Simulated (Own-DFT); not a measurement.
# Point defects and the pressure they add: zincblende InP

Everything here is calculated. The program is Own-DFT (plane waves, in-house, since retired, never reviewed by a person); positions were held fixed, and spin and spin-orbit coupling were off.

Settings: PBE; PseudoDojo norm-conserving scalar-relativistic files; cutoff 36 hartree; 3 x 3 x 3 k mesh centred on Gamma; Fermi-Dirac smearing of 0.1 eV.

Keep in mind (not all hold for every row): not probed for a lower state with spin; forces on such cells moved up to 12 meV/angstrom on a denser k mesh; stress not checked against mesh or cutoff.

All runs share one cell, with vectors in Å (11.737, 0.000, 0.000); (0.000, 11.737, 0.000); (0.000, 0.000, 11.737) and a volume of 1617.0 Å³. Atoms were moved at random from their sites; u is the rms move along one axis. The defect's site can differ from row to row.

| cell | formula | u (Å) | P (GPa) |
|---|---|---|---|
| no defect | In32P32 | 0.0200 | 3.20 |
| no defect | In32P32 | 0.0214 | 3.22 |
| no defect | In32P32 | 0.0491 | 3.59 |
| two P vacancies | In32P30 | 0.0286 | 2.95 |
| two P vacancies | In32P30 | 0.0291 | 2.88 |
| two P vacancies | In32P30 | 0.0301 | ? |
| two P vacancies | In32P30 | 0.0305 | 2.93 |
| one In on a P site and one P on an In site | In32P32 | 0.0306 | 3.66 |
| one In on a P site and one P on an In site | In32P32 | 0.0309 | 3.70 |
| one In on a P site and one P on an In site | In32P32 | 0.0529 | 4.03 |

## Fit

P = P0 + c u² + a shift for each defect gives P0 = 3.13 GPa, c = 191 ± 13 GPa/Å² and a scatter of 0.03 GPa. The shifts, and each times the cell's volume:

- one In on a P site and one P on an In site: 0.37 ± 0.02 GPa, 3.7 eV
- two P vacancies: -0.38 ± 0.02 GPa, -3.8 eV (-1.9 eV for each of its 2 sites)

A positive shift means that the defect pushes the cell outwards. Shift times volume (160.2 GPa Å³ is 1 eV) depends little on the cell's size, so, taken for each site, it can be compared between cells at like pressure. The atoms around the defects weren't relaxed, which would change these numbers.

## Test on the hidden row

Question: what pressure belongs in the blank (two P vacancies, u = 0.0301 Å)?

The fit gives 2.93 ± 0.03 GPa. Computed: 2.94 GPa.
